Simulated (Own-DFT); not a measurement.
Simulation results for SiC (4H silicon carbide, strained, atoms displaced), SiC (4H silicon carbide, atoms displaced), SiC (2H silicon carbide, atoms displaced)

Computed with Own-DFT development build. A calculation, not a measurement: plane-wave PBE density functional theory by an unreviewed code, no spin, of a simulated periodic cell, stress positive in tension, free energy of the whole cell less one offset for each atom, forces on such cells passed a denser k mesh, this cell's mesh not checked; offsets are fitted by least squares, one for each functional and potential file, so energies compare only between cells with the same atoms and settings and are not formation energies; the far tail of each file's local potential was reset to the Coulomb form; each entry is a single point on an unrelaxed cell, so the pressure reflects the starting lattice, mostly measured values (interpolated for alloys), from which strain is counted, and rises with the displacements; printed positions are rounded, which can move forces by about a meV/angstrom; the program, named Own-DFT, is a retired in-house code; no spin-orbit coupling.

Common to all runs: functional PBE; potential files PseudoDojo norm-conserving, scalar-relativistic, standard set; wave cutoff 42 hartree; occupations Fermi-Dirac; smearing width 0.1 eV.

(1) SiC (4H silicon carbide, strained, atoms displaced)

```cif
# cell vector a (Å): 9.3143 -0.0801 -0.0952
# cell vector b (Å): -4.7265 8.1604 -0.0258
# cell vector c (Å): -0.1037 -0.0922 9.9163
data_SiC
_symmetry_space_group_name_H-M 'P 1'
_symmetry_Int_Tables_number 1
_cell_length_a 9.3151
_cell_length_b 9.4304
_cell_length_c 9.9173
_cell_angle_alpha 90.317
_cell_angle_beta 91.180
_cell_angle_gamma 120.568
_cell_volume 749.82
loop_
_atom_site_label
_atom_site_type_symbol
_atom_site_fract_x
_atom_site_fract_y
_atom_site_fract_z
_atom_site_occupancy
Si1 Si 0.00600 0.00434 0.40077 1
Si2 Si 0.10788 0.20814 0.15471 1
C1 C 0.00941 0.00407 0.09412 1
C2 C 0.10298 0.22530 0.34250 1
Si3 Si 0.00169 0.32890 0.40625 1
Si4 Si 0.11731 0.55261 0.14897 1
C3 C 0.00366 0.33568 0.09009 1
C4 C 0.11463 0.56050 0.34594 1
Si5 Si 0.00051 0.66746 0.40528 1
Si6 Si 0.10646 0.89558 0.15294 1
C5 C 0.98926 0.66706 0.09568 1
C6 C 0.11138 0.88410 0.34569 1
Si7 Si 0.32970 0.99195 0.41186 1
Si8 Si 0.44617 0.20747 0.14674 1
C7 C 0.34155 0.00693 0.09298 1
C8 C 0.44587 0.22546 0.34016 1
Si9 Si 0.34139 0.32216 0.41000 1
Si10 Si 0.44808 0.55313 0.15293 1
C9 C 0.32609 0.31952 0.07899 1
C10 C 0.45966 0.56428 0.35072 1
Si11 Si 0.32822 0.66632 0.41033 1
Si12 Si 0.44663 0.88195 0.15151 1
C11 C 0.33148 0.66045 0.10072 1
C12 C 0.44897 0.89388 0.32959 1
Si13 Si 0.67458 0.99244 0.40230 1
Si14 Si 0.78461 0.22129 0.15714 1
C13 C 0.65917 0.99807 0.09958 1
C14 C 0.78345 0.21462 0.34962 1
Si15 Si 0.66982 0.33801 0.40276 1
Si16 Si 0.78048 0.55786 0.14295 1
C15 C 0.66543 0.33108 0.09354 1
C16 C 0.78005 0.55713 0.33741 1
Si17 Si 0.66678 0.67047 0.40009 1
Si18 Si 0.77951 0.88607 0.16317 1
C17 C 0.68189 0.67276 0.09405 1
C18 C 0.77232 0.89057 0.34508 1
Si19 Si 0.99322 0.99567 0.90709 1
Si20 Si 0.89234 0.78101 0.65629 1
C19 C 0.00236 0.99085 0.59607 1
C20 C 0.88977 0.78434 0.84013 1
Si21 Si 0.99215 0.66588 0.91185 1
Si22 Si 0.88914 0.43671 0.66043 1
C21 C 0.00733 0.67477 0.60489 1
C22 C 0.88217 0.44569 0.84428 1
Si23 Si 0.99329 0.32516 0.90824 1
Si24 Si 0.89041 0.10673 0.65879 1
C23 C 0.99628 0.33154 0.59624 1
C24 C 0.88704 0.11227 0.84256 1
Si25 Si 0.66291 0.99097 0.90074 1
Si26 Si 0.56040 0.78095 0.66127 1
C25 C 0.66892 0.00473 0.59867 1
C26 C 0.55546 0.77364 0.84793 1
Si27 Si 0.65607 0.65392 0.89886 1
Si28 Si 0.55598 0.43138 0.65547 1
C27 C 0.66985 0.67160 0.60390 1
C28 C 0.56076 0.45275 0.84474 1
Si29 Si 0.65355 0.33010 0.90564 1
Si30 Si 0.56365 0.11247 0.66126 1
C29 C 0.66292 0.33254 0.59728 1
C30 C 0.55203 0.10735 0.84559 1
Si31 Si 0.33345 0.99740 0.90179 1
Si32 Si 0.23145 0.77532 0.64915 1
C31 C 0.33483 0.99321 0.59164 1
C32 C 0.20912 0.77147 0.85264 1
Si33 Si 0.33387 0.67547 0.91136 1
Si34 Si 0.21804 0.44940 0.65682 1
C33 C 0.32934 0.66687 0.59259 1
C34 C 0.22579 0.45219 0.84312 1
Si35 Si 0.32287 0.33954 0.90999 1
Si36 Si 0.22855 0.12345 0.65598 1
C35 C 0.33778 0.33944 0.59219 1
C36 C 0.22374 0.10864 0.84007 1
```

| Quantity | Value |
| --- | --- |
| k mesh | 4 x 4 x 3 centred on Gamma |
| free energy of cell above offsets | -4.212 eV |
| pressure | 4.59 GPa |
| stress xx | -1.04 GPa |
| stress yy | 0.7 GPa |
| stress zz | -13.43 GPa |
| stress yz | -4.06 GPa |
| stress xz | -2.74 GPa |
| stress xy | -3.2 GPa |

Force:
```tsv
element	x (eV/Å)	y (eV/Å)	z (eV/Å)
Si	-0.379	-0.849	1.525
Si	-0.319	3.869	0.091
C	-2.631	-1.569	-0.304
C	3.357	-1.101	-0.02
Si	-1.181	1.93	0.497
Si	-2.329	0.407	2.052
C	0.386	-1.49	1.142
C	-0.6	-1.622	-0.772
Si	-0.073	-0.501	0.923
Si	3.261	-1.607	0.938
C	3.33	0.991	-0.474
C	-1.077	1.105	-0.892
Si	1.335	1.246	-2.609
Si	-1.351	3.974	1.822
C	-0.538	-4.523	-1.206
C	0.976	-1.858	-0.065
Si	-2.386	2.574	-1.607
Si	0.529	-0.581	1.097
C	0.494	0.947	5.55
C	-3.733	-2.841	-1.626
Si	2.121	0.935	-2.216
Si	-1.828	0.75	-0.093
C	1.162	0.701	-1.672
C	-0.224	-0.939	4.324
Si	-4.066	1.857	1.362
Si	-1.195	0.093	0.115
C	2.857	0.121	-2.065
C	-1.513	0.909	-0.838
Si	0.552	-0.668	0.099
Si	-0.813	-1.882	2.829
C	0.738	0.084	-0.108
C	-0.333	-0.006	0.632
Si	2.715	0.266	2.462
Si	-0.751	0.784	-2.022
C	-2.585	-0.752	-1.162
C	3.588	-1.128	-0.077
Si	1.104	0.887	-1.291
Si	0.572	-0.856	0.096
C	-0.956	2.665	-1.32
C	-0.427	-1.381	1.76
Si	-0.218	0.09	-1.705
Si	-1.152	2.077	-0.63
C	-0.262	-2.002	-2.187
C	0.493	-1.127	1.297
Si	-0.386	2.106	-1.46
Si	0.538	0.268	-1.261
C	0.952	-0.637	-0.188
C	0.354	-0.996	1.258
Si	-0.191	1.528	1.776
Si	-0.333	-0.453	-1.132
C	0.719	-1.288	-0.878
C	-1.079	-0.078	0.012
Si	1.522	4.285	1.49
Si	-1.492	3.383	0.6
C	0.029	-1.129	-2.04
C	-1.129	-4.041	-0.538
Si	1.866	0.222	0.06
Si	-1.444	-0.31	-1.54
C	1.856	-0.82	-1.098
C	0.565	-0.054	0.036
Si	-1.049	-0.166	0.452
Si	-2.706	0.909	2.527
C	0.191	1.461	1.659
C	2.034	0.966	-1.195
Si	-0.21	-1.184	-0.64
Si	1.119	-0.333	-0.345
C	2.024	-0.257	0.867
C	-1.214	-0.297	0.596
Si	2.034	-1.073	-4.351
Si	0.429	-2.296	-0.334
C	-0.681	-0.672	0.89
C	-0.965	0.975	1.126
```

(2) SiC (4H silicon carbide, atoms displaced)

```cif
# cell vector a (Å): 12.3308 0.0000 0.0000
# cell vector b (Å): -6.1654 10.6788 0.0000
# cell vector c (Å): 0.0000 0.0000 10.0681
data_SiC
_symmetry_space_group_name_H-M 'P 1'
_symmetry_Int_Tables_number 1
_cell_length_a 12.3308
_cell_length_b 12.3308
_cell_length_c 10.0681
_cell_angle_alpha 90.000
_cell_angle_beta 90.000
_cell_angle_gamma 120.000
_cell_volume 1325.75
loop_
_atom_site_label
_atom_site_type_symbol
_atom_site_fract_x
_atom_site_fract_y
_atom_site_fract_z
_atom_site_occupancy
Si1 Si 0.00051 0.00355 0.40658 1
Si2 Si 0.08288 0.16774 0.15696 1
C1 C 0.00388 0.00331 0.09227 1
C2 C 0.08526 0.16542 0.34181 1
Si3 Si 0.99897 0.24971 0.41012 1
Si4 Si 0.08023 0.41053 0.15622 1
C3 C 0.99831 0.24816 0.09838 1
C4 C 0.08234 0.41228 0.34522 1
Si5 Si 0.99819 0.50205 0.40537 1
Si6 Si 0.08680 0.66392 0.15371 1
C5 C 0.00161 0.50311 0.09542 1
C6 C 0.08535 0.67021 0.34626 1
Si7 Si 0.00004 0.75036 0.40725 1
Si8 Si 0.08247 0.91492 0.15493 1
C7 C 0.99785 0.74985 0.09406 1
C8 C 0.08191 0.91438 0.34204 1
Si9 Si 0.24867 0.00062 0.40133 1
Si10 Si 0.33124 0.16494 0.16075 1
C9 C 0.24772 0.00279 0.09696 1
C10 C 0.33727 0.16949 0.34263 1
Si11 Si 0.24713 0.24848 0.40331 1
Si12 Si 0.33466 0.41801 0.15731 1
C11 C 0.25320 0.25318 0.09668 1
C12 C 0.33124 0.41787 0.34765 1
Si13 Si 0.24950 0.50351 0.40305 1
Si14 Si 0.33345 0.66374 0.14968 1
C13 C 0.24880 0.49920 0.10067 1
C14 C 0.33354 0.66517 0.34911 1
Si15 Si 0.25028 0.75054 0.41141 1
Si16 Si 0.33550 0.91636 0.15329 1
C15 C 0.24502 0.74237 0.09286 1
C16 C 0.33348 0.91580 0.33392 1
Si17 Si 0.49862 0.99898 0.40381 1
Si18 Si 0.58415 0.16396 0.15104 1
C17 C 0.49948 0.00348 0.10075 1
C18 C 0.58013 0.16511 0.33993 1
Si19 Si 0.50520 0.25685 0.40928 1
Si20 Si 0.58654 0.41799 0.16023 1
C19 C 0.50015 0.25070 0.09267 1
C20 C 0.58768 0.41796 0.34317 1
Si21 Si 0.50422 0.50116 0.40467 1
Si22 Si 0.58497 0.66756 0.15308 1
C21 C 0.49425 0.49642 0.09742 1
C22 C 0.58178 0.66742 0.34032 1
Si23 Si 0.50309 0.75343 0.40557 1
Si24 Si 0.58260 0.91265 0.15683 1
C23 C 0.50424 0.74877 0.09241 1
C24 C 0.58159 0.91667 0.34466 1
Si25 Si 0.74996 0.99801 0.39747 1
Si26 Si 0.82875 0.16612 0.15504 1
C25 C 0.75171 0.99829 0.09608 1
C26 C 0.83336 0.16439 0.33849 1
Si27 Si 0.75395 0.25286 0.40580 1
Si28 Si 0.83525 0.41121 0.15608 1
C27 C 0.74790 0.25096 0.09488 1
C28 C 0.83072 0.41142 0.34140 1
Si29 Si 0.75343 0.50334 0.41070 1
Si30 Si 0.83791 0.66531 0.15455 1
C29 C 0.74997 0.49781 0.09595 1
C30 C 0.83822 0.66600 0.34612 1
Si31 Si 0.74565 0.74809 0.41105 1
Si32 Si 0.83664 0.92111 0.15304 1
C31 C 0.74678 0.74777 0.08773 1
C32 C 0.83333 0.91551 0.33567 1
Si33 Si 0.99874 0.00040 0.90660 1
Si34 Si 0.91852 0.83242 0.65522 1
C33 C 0.99929 0.99639 0.59769 1
C34 C 0.91533 0.83453 0.84272 1
Si35 Si 0.00643 0.75398 0.90952 1
Si36 Si 0.91318 0.57810 0.65771 1
C35 C 0.00194 0.74935 0.59474 1
C36 C 0.91734 0.58530 0.83712 1
Si37 Si 0.99704 0.49917 0.90822 1
Si38 Si 0.91288 0.33122 0.65023 1
C37 C 0.00068 0.49741 0.59340 1
C38 C 0.91692 0.33363 0.84175 1
Si39 Si 0.99881 0.25407 0.90827 1
Si40 Si 0.91379 0.08002 0.65789 1
C39 C 0.99732 0.24859 0.59259 1
C40 C 0.91840 0.08713 0.84070 1
Si41 Si 0.74841 0.99647 0.90654 1
Si42 Si 0.66727 0.83403 0.65751 1
C41 C 0.74955 0.00303 0.59308 1
C42 C 0.66897 0.82787 0.84553 1
Si43 Si 0.74970 0.74998 0.90746 1
Si44 Si 0.67119 0.58347 0.65786 1
C43 C 0.75305 0.75368 0.59105 1
C44 C 0.67131 0.58719 0.84290 1
Si45 Si 0.75174 0.49966 0.90979 1
Si46 Si 0.66715 0.33151 0.65471 1
C45 C 0.75068 0.50028 0.59165 1
C46 C 0.66344 0.33088 0.84113 1
Si47 Si 0.75234 0.25419 0.90178 1
Si48 Si 0.67204 0.08447 0.66164 1
C47 C 0.75006 0.25633 0.59008 1
C48 C 0.66277 0.08224 0.84492 1
Si49 Si 0.50090 0.99746 0.90143 1
Si50 Si 0.41359 0.83227 0.65504 1
C49 C 0.49778 0.00096 0.58931 1
C50 C 0.41679 0.83662 0.83956 1
Si51 Si 0.49583 0.74829 0.91331 1
Si52 Si 0.41527 0.58316 0.65475 1
C51 C 0.50805 0.75196 0.59198 1
C52 C 0.41765 0.57916 0.84624 1
Si53 Si 0.50304 0.50037 0.90362 1
Si54 Si 0.41953 0.32926 0.65883 1
C53 C 0.49815 0.50295 0.58997 1
C54 C 0.41800 0.33022 0.84667 1
Si55 Si 0.49924 0.24542 0.91019 1
Si56 Si 0.41432 0.08212 0.65929 1
C55 C 0.49965 0.24703 0.59567 1
C56 C 0.41747 0.08184 0.84328 1
Si57 Si 0.25082 0.99983 0.90379 1
Si58 Si 0.16528 0.82992 0.66129 1
C57 C 0.25477 0.99829 0.59180 1
C58 C 0.17213 0.83304 0.84168 1
Si59 Si 0.24962 0.74891 0.90421 1
Si60 Si 0.16798 0.58695 0.66224 1
C59 C 0.24664 0.74626 0.59363 1
C60 C 0.17019 0.58853 0.84297 1
Si61 Si 0.24958 0.49948 0.91020 1
Si62 Si 0.16938 0.33390 0.65616 1
C61 C 0.25256 0.49938 0.58924 1
C62 C 0.16519 0.33066 0.84562 1
Si63 Si 0.24737 0.25184 0.90931 1
Si64 Si 0.16423 0.08321 0.65276 1
C63 C 0.25150 0.25412 0.59295 1
C64 C 0.16466 0.07788 0.84473 1
```

| Quantity | Value |
| --- | --- |
| hardware | one NVIDIA H200 |
| k mesh | 3 x 3 x 3 centred on Gamma |
| free energy of cell above offsets | -18.269 eV |
| pressure | 3.82 GPa |
| stress xx | -2.75 GPa |
| stress yy | -3.28 GPa |
| stress zz | -5.42 GPa |
| stress yz | 0.01 GPa |
| stress xz | -0.06 GPa |
| stress xy | -0.34 GPa |
| wall time | 551 s |

Force:
```tsv
element	x (eV/Å)	y (eV/Å)	z (eV/Å)
Si	0.281	-1.38	-0.179
Si	0.876	-0.035	-0.224
C	-0.529	-0.485	0.099
C	-1.154	0.262	0.686
Si	0.402	-0.489	-1.177
Si	-0.044	1.297	0.93
C	-0.593	-0.11	-1.33
C	-0.869	1.013	-0.268
Si	0.97	-0.534	-0.044
Si	-1.76	0.865	1.586
C	0.267	-1.773	-0.567
C	0.125	-0.807	-0.638
Si	0.558	0.333	0.192
Si	-0.239	0.529	0.363
C	1.785	-0.049	-0.355
C	-0.451	0.685	0.433
Si	1.038	-0.204	0.379
Si	0.528	1.038	-1.052
C	1.156	-1.186	-1.168
C	-0.555	-0.002	1.132
Si	0.988	1.013	0.488
Si	-0.502	-0.586	1.086
C	-0.834	-0.609	-0.237
C	0.888	-0.149	-0.797
Si	0.548	-1.247	0.662
Si	-0.131	0.619	2.188
C	-0.059	-0.606	-1.516
C	-0.237	1.411	-1.367
Si	0.197	0.151	-1.683
Si	-1.356	-0.412	-0.16
C	1.374	1.918	-0.959
C	-0.258	-0.301	2.293
Si	-0.531	0.634	-0.155
Si	-1.456	1.535	1.581
C	1.532	-2.064	-2.655
C	0.913	0.791	0.726
Si	0.044	-1.861	-0.727
Si	-0.835	-0.597	-1.1
C	0.271	-0.387	0.77
C	-0.194	0.67	0.921
Si	-1.419	-0.212	-0.04
Si	0.474	-1.079	0.539
C	1.878	1.23	-0.973
C	0.65	0.082	0.316
Si	-0.338	-1.008	0.218
Si	-0.377	1.008	0.181
C	-1.717	0.188	0.651
C	0.537	-0.072	-0.533
Si	-0.226	0.296	1.173
Si	0.807	-0.165	-0.121
C	-1.303	0.529	-0.911
C	-0.261	0.501	1.231
Si	-0.951	-1.905	-0.773
Si	-1.241	1.388	0.297
C	1.015	-0.616	-1.517
C	0.141	1.709	0.553
Si	0.265	-0.779	-1.596
Si	-1.853	-0.112	0.643
C	0.745	0.177	-0.244
C	-1.454	0.189	-0.396
Si	1.026	0.426	-2.074
Si	0.69	-1.463	-0.263
C	1.306	0.585	1.582
C	0.101	-0.082	1.764
Si	0.248	0.065	-0.557
Si	-0.131	-0.278	0.341
C	-0.671	0.796	-1.293
C	0.821	-0.244	0.541
Si	-1.251	-0.446	-1.319
Si	0.825	0.994	-1.313
C	-0.338	-0.507	0.127
C	0.22	-0.238	2.534
Si	0.452	0.754	-0.915
Si	0.919	0.658	0.696
C	-0.475	0.577	0.179
C	-0.311	0.406	0.044
Si	0.812	-1.129	-0.245
Si	0.341	0.641	-0.73
C	0.571	-0.261	0.696
C	-0.5	-0.432	1.399
Si	0.325	0.372	-0.173
Si	0.568	0.299	0.073
C	0.883	-0.832	-0.512
C	-2.156	1.148	-0.183
Si	1.123	-0.238	-0.644
Si	-1.6	0.375	-0.732
C	0.044	-0.569	1.109
C	0.05	-1.109	0.507
Si	-0.441	0.062	-0.895
Si	-1.159	0.616	0.264
C	-0.019	-0.544	0.858
C	0.618	0.672	0.544
Si	-0.455	-0.924	0.779
Si	-2.007	0.062	-1.848
C	1.036	-1.742	0.573
C	1.598	0.512	0.357
Si	-1.139	0.691	1.414
Si	1.146	0.46	-0.971
C	0.81	-0.192	1.123
C	0.566	-1.444	1.218
Si	1.157	-0.007	-2.642
Si	0.53	0.298	0.052
C	-2.049	-0.379	0.448
C	-1.19	0.875	-0.179
Si	0.206	-0.714	0.798
Si	-1.273	1.262	-0.371
C	1.918	-0.818	1.044
C	-0.542	0.278	-0.205
Si	-0.458	0.605	-0.622
Si	0.902	-0.059	-1.018
C	0.267	0.539	-0.313
C	-0.103	-0.132	0.608
Si	-0.032	0.219	0.812
Si	0.088	0.814	-1.809
C	-1.864	-0.232	-0.011
C	-1.075	0.169	1.394
Si	0.478	0.574	0.578
Si	0.565	-1.785	-1.932
C	0.256	0.892	0.713
C	-0.168	-1.693	1.13
Si	0.304	-0.123	-0.455
Si	-0.896	0.269	-0.184
C	-1.324	0.461	1.243
C	-0.742	0.988	-0.038
Si	1.575	-1.089	-0.188
Si	1.285	0.15	0.674
C	0.578	-1.396	-0.032
C	-0.365	1.299	-0.402
```

(3) SiC (2H silicon carbide, atoms displaced)

```cif
# cell vector a (Å): 6.1654 0.0000 0.0000
# cell vector b (Å): -3.0827 5.3394 0.0000
# cell vector c (Å): 0.0000 0.0000 10.0681
data_SiC
_symmetry_space_group_name_H-M 'P 1'
_symmetry_Int_Tables_number 1
_cell_length_a 6.1654
_cell_length_b 6.1654
_cell_length_c 10.0681
_cell_angle_alpha 90.000
_cell_angle_beta 90.000
_cell_angle_gamma 120.000
_cell_volume 331.44
loop_
_atom_site_label
_atom_site_type_symbol
_atom_site_fract_x
_atom_site_fract_y
_atom_site_fract_z
_atom_site_occupancy
Si1 Si 0.99276 0.99035 0.99833 1
Si2 Si 0.16289 0.33163 0.25053 1
C1 C 0.00743 0.99575 0.18661 1
C2 C 0.16364 0.33004 0.43609 1
Si3 Si 0.00211 0.00376 0.50257 1
Si4 Si 0.16341 0.32916 0.74743 1
C3 C 0.99022 0.99912 0.68853 1
C4 C 0.17074 0.33294 0.93829 1
Si5 Si 0.00339 0.49998 0.00079 1
Si6 Si 0.16660 0.82725 0.24399 1
C5 C 0.00775 0.50215 0.18819 1
C6 C 0.17576 0.84148 0.43411 1
Si7 Si 0.99252 0.49622 0.50228 1
Si8 Si 0.16535 0.83155 0.74953 1
C7 C 0.01006 0.51193 0.68663 1
C8 C 0.17530 0.83601 0.93687 1
Si9 Si 0.50056 0.99970 0.00061 1
Si10 Si 0.66598 0.32833 0.25142 1
C9 C 0.50239 0.00605 0.18717 1
C10 C 0.66948 0.33036 0.43629 1
Si11 Si 0.50278 0.99434 0.49988 1
Si12 Si 0.67307 0.34354 0.75239 1
C11 C 0.48839 0.00011 0.68857 1
C12 C 0.66621 0.33685 0.93833 1
Si13 Si 0.49775 0.50665 0.00173 1
Si14 Si 0.65666 0.83195 0.25510 1
C13 C 0.49945 0.49875 0.18411 1
C14 C 0.66515 0.83002 0.44420 1
Si15 Si 0.50115 0.49713 0.49883 1
Si16 Si 0.66482 0.83419 0.74691 1
C15 C 0.49506 0.49871 0.68656 1
C16 C 0.66976 0.84272 0.93410 1
```

| Quantity | Value |
| --- | --- |
| k mesh | 5 x 5 x 3 centred on Gamma |
| free energy of cell above offsets | -4.835 eV |
| pressure | 3.58 GPa |
| stress xx | -2.39 GPa |
| stress yy | -2.47 GPa |
| stress zz | -5.86 GPa |
| stress yz | -0.66 GPa |
| stress xz | -0.38 GPa |
| stress xy | -0.47 GPa |

Force:
```tsv
element	x (eV/Å)	y (eV/Å)	z (eV/Å)
Si	0.841	1.197	0.262
Si	1.006	-0.547	-0.577
C	-1.837	0.04	0.187
C	-0.075	0.52	0.684
Si	0.582	-0.579	-0.855
Si	0.045	0.636	0.845
C	1.031	-0.021	-0.142
C	-0.664	-0.348	-0.368
Si	-0.136	-0.158	-0.49
Si	-0.138	0.985	1.35
C	-0.822	-0.935	-0.257
C	-0.661	-1.102	0.491
Si	1.124	1.259	-1.094
Si	-0.419	0.961	0.359
C	-0.669	-1.634	0.279
C	-0.94	-0.664	0.17
Si	0.124	0.923	-0.473
Si	-0.131	1.244	-0.731
C	0.347	-0.898	0.033
C	-0.476	-0.123	0.477
Si	-1.224	0.563	0.509
Si	-0.368	-0.884	-0.479
C	1.522	0.863	-0.274
C	0.238	0.29	0.435
Si	0.731	-0.261	-1.008
Si	1.639	-0.041	-0.92
C	-0.133	0.285	1.726
C	0.535	0.023	-1.012
Si	-0.375	-0.476	0.178
Si	-1.196	-0.157	0.251
C	0.585	0.087	0.051
C	-0.086	-1.052	0.392
```

(4) SiC (4H silicon carbide, strained, atoms displaced)

```cif
# cell vector a (Å): 9.1718 0.1176 0.0120
# cell vector b (Å): -4.4841 8.0231 0.0105
# cell vector c (Å): 0.0131 0.0208 10.2281
data_SiC
_symmetry_space_group_name_H-M 'P 1'
_symmetry_Int_Tables_number 1
_cell_length_a 9.1726
_cell_length_b 9.1912
_cell_length_c 10.2281
_cell_angle_alpha 89.869
_cell_angle_beta 89.850
_cell_angle_gamma 118.466
_cell_volume 758.04
loop_
_atom_site_label
_atom_site_type_symbol
_atom_site_fract_x
_atom_site_fract_y
_atom_site_fract_z
_atom_site_occupancy
Si1 Si 0.00326 0.99901 0.41678 1
Si2 Si 0.12435 0.22132 0.15248 1
C1 C 0.99560 0.99440 0.09419 1
C2 C 0.10614 0.21426 0.34379 1
Si3 Si 0.99724 0.33573 0.39935 1
Si4 Si 0.10797 0.55192 0.15812 1
C3 C 0.01587 0.33929 0.07989 1
C4 C 0.10677 0.55317 0.35055 1
Si5 Si 0.99888 0.66324 0.41220 1
Si6 Si 0.11099 0.88775 0.16658 1
C5 C 0.00371 0.66849 0.09298 1
C6 C 0.10672 0.89201 0.34561 1
Si7 Si 0.33626 0.99075 0.41095 1
Si8 Si 0.43935 0.22311 0.15907 1
C7 C 0.33603 0.99890 0.09173 1
C8 C 0.45546 0.22281 0.33563 1
Si9 Si 0.33825 0.32900 0.41042 1
Si10 Si 0.43835 0.55780 0.16016 1
C9 C 0.32128 0.32415 0.09177 1
C10 C 0.45590 0.55994 0.34206 1
Si11 Si 0.33416 0.66776 0.39491 1
Si12 Si 0.43902 0.88119 0.15732 1
C11 C 0.32171 0.66929 0.09405 1
C12 C 0.43901 0.88133 0.35458 1
Si13 Si 0.67091 0.00102 0.41027 1
Si14 Si 0.78742 0.22226 0.15854 1
C13 C 0.66286 0.00218 0.09735 1
C14 C 0.77359 0.21710 0.34603 1
Si15 Si 0.65723 0.32596 0.40230 1
Si16 Si 0.77422 0.55603 0.15121 1
C15 C 0.67574 0.34553 0.10221 1
C16 C 0.77593 0.54786 0.34797 1
Si17 Si 0.66289 0.67110 0.40104 1
Si18 Si 0.78582 0.89038 0.15820 1
C17 C 0.66492 0.66300 0.08953 1
C18 C 0.77989 0.89098 0.34482 1
Si19 Si 0.00183 0.99529 0.91624 1
Si20 Si 0.88025 0.78449 0.66083 1
C19 C 0.99849 0.00464 0.60020 1
C20 C 0.90454 0.78494 0.83461 1
Si21 Si 0.00727 0.67079 0.90943 1
Si22 Si 0.89712 0.45286 0.65104 1
C21 C 0.99061 0.66158 0.58565 1
C22 C 0.88495 0.44043 0.84638 1
Si23 Si 0.00021 0.33493 0.90341 1
Si24 Si 0.88766 0.10413 0.65542 1
C23 C 0.00455 0.33144 0.60217 1
C24 C 0.88722 0.11907 0.84948 1
Si25 Si 0.66216 0.99849 0.89962 1
Si26 Si 0.56046 0.78678 0.66045 1
C25 C 0.65577 0.98982 0.59410 1
C26 C 0.55804 0.77522 0.84992 1
Si27 Si 0.67252 0.66405 0.90883 1
Si28 Si 0.56081 0.44094 0.65520 1
C27 C 0.68086 0.67283 0.60300 1
C28 C 0.56476 0.44779 0.85125 1
Si29 Si 0.66460 0.33425 0.89414 1
Si30 Si 0.56378 0.11581 0.64782 1
C29 C 0.65955 0.33604 0.59090 1
C30 C 0.56122 0.11625 0.84551 1
Si31 Si 0.33268 0.00509 0.90523 1
Si32 Si 0.22270 0.77792 0.65826 1
C31 C 0.32942 0.99545 0.59454 1
C32 C 0.21511 0.77409 0.85004 1
Si33 Si 0.31896 0.67071 0.89933 1
Si34 Si 0.23754 0.45660 0.66350 1
C33 C 0.33814 0.67349 0.59783 1
C34 C 0.21790 0.44613 0.84808 1
Si35 Si 0.32760 0.32317 0.90982 1
Si36 Si 0.21136 0.11512 0.64855 1
C35 C 0.33159 0.33209 0.59200 1
C36 C 0.22194 0.10725 0.84108 1
```

| Item | Value |
| --- | --- |
| hardware | one NVIDIA H100 |
| k mesh | 4 x 4 x 3 centred on Gamma |
| free energy of cell above offsets | -4.507 eV |
| pressure | 2.35 GPa |
| stress xx | -8.25 GPa |
| stress yy | -1.6 GPa |
| stress zz | 2.79 GPa |
| stress yz | 0.77 GPa |
| stress xz | 0.51 GPa |
| stress xy | 5.49 GPa |
| wall time | 362.8 s |

Force:
```tsv
element	x (eV/Å)	y (eV/Å)	z (eV/Å)
Si	-1.478	0.293	-1.471
Si	-4.415	-1.79	1.392
C	1.51	0.827	0.793
C	0.956	1.301	-0.152
Si	0.839	-1.38	2.42
Si	-0.462	-0.056	-0.311
C	-1.022	-1.064	3.603
C	1.113	0.364	-1.868
Si	-1.546	0.451	-1.945
Si	0.384	-0.155	-2.119
C	-0.994	0.178	0.819
C	2.029	-1.092	1.229
Si	-2.341	1.415	-0.358
Si	2.416	-0.123	-1.811
C	-1.238	0.533	0.801
C	-2.783	-1.885	2.162
Si	-0.878	0.253	-1.439
Si	0.768	-0.282	-2.016
C	3.266	2.552	-0.021
C	-2.384	-1.62	0.153
Si	0.03	-1.62	2.954
Si	0.423	1.739	0.28
C	1.742	-0.631	-0.034
C	1.643	1.068	-2.492
Si	-0.657	-0.724	-0.726
Si	-1.309	0.409	-1.135
C	1.039	-0.727	-0.454
C	0.728	0.402	0.081
Si	1.814	1.933	0.559
Si	1.463	0.463	1.825
C	-0.406	-2.945	-1.962
C	-0.548	1.341	-0.898
Si	3.257	-0.03	1.814
Si	-2.381	-0.485	-0.367
C	-0.931	1.066	1.125
C	0.594	-0.118	0.348
Si	-1.041	0.836	-2.375
Si	3.945	-0.065	-0.85
C	0.568	-1.76	-1.648
C	-1.584	-0.601	3.074
Si	-1.818	-1.772	-0.131
Si	-0.567	-1.837	1.277
C	0.862	2.22	2.7
C	0.148	1.952	-1.258
Si	-0.442	-0.175	-0.583
Si	-2.381	2.595	1.848
C	-0.2	0.356	-1.778
C	1.273	-2.245	-0.985
Si	1.162	0.242	2.401
Si	0.159	-2.965	0.714
C	1.968	2.539	-0.714
C	-1.351	0.295	-0.931
Si	-0.199	0.923	-0.731
Si	-2.37	1.854	1.495
C	-4.219	-1.675	-2.252
C	-3.077	-0.36	-2.005
Si	2.244	-0.475	3.503
Si	-2.159	-0.194	1.917
C	3.215	-1.454	-1.053
C	-1.591	-0.956	-1.682
Si	1.542	-0.838	0.365
Si	-1.24	-0.365	-0.229
C	-0.255	1.212	0.081
C	-0.532	2.863	-2.487
Si	4.627	-1.581	2.365
Si	-1.735	-1.205	-0.849
C	0.723	-0.686	-0.89
C	1.56	0.174	-0.598
Si	0.152	1.742	-0.989
Si	2.896	-0.403	2.032
C	0.842	1.008	0.558
C	-1.365	0.94	-0.093
```
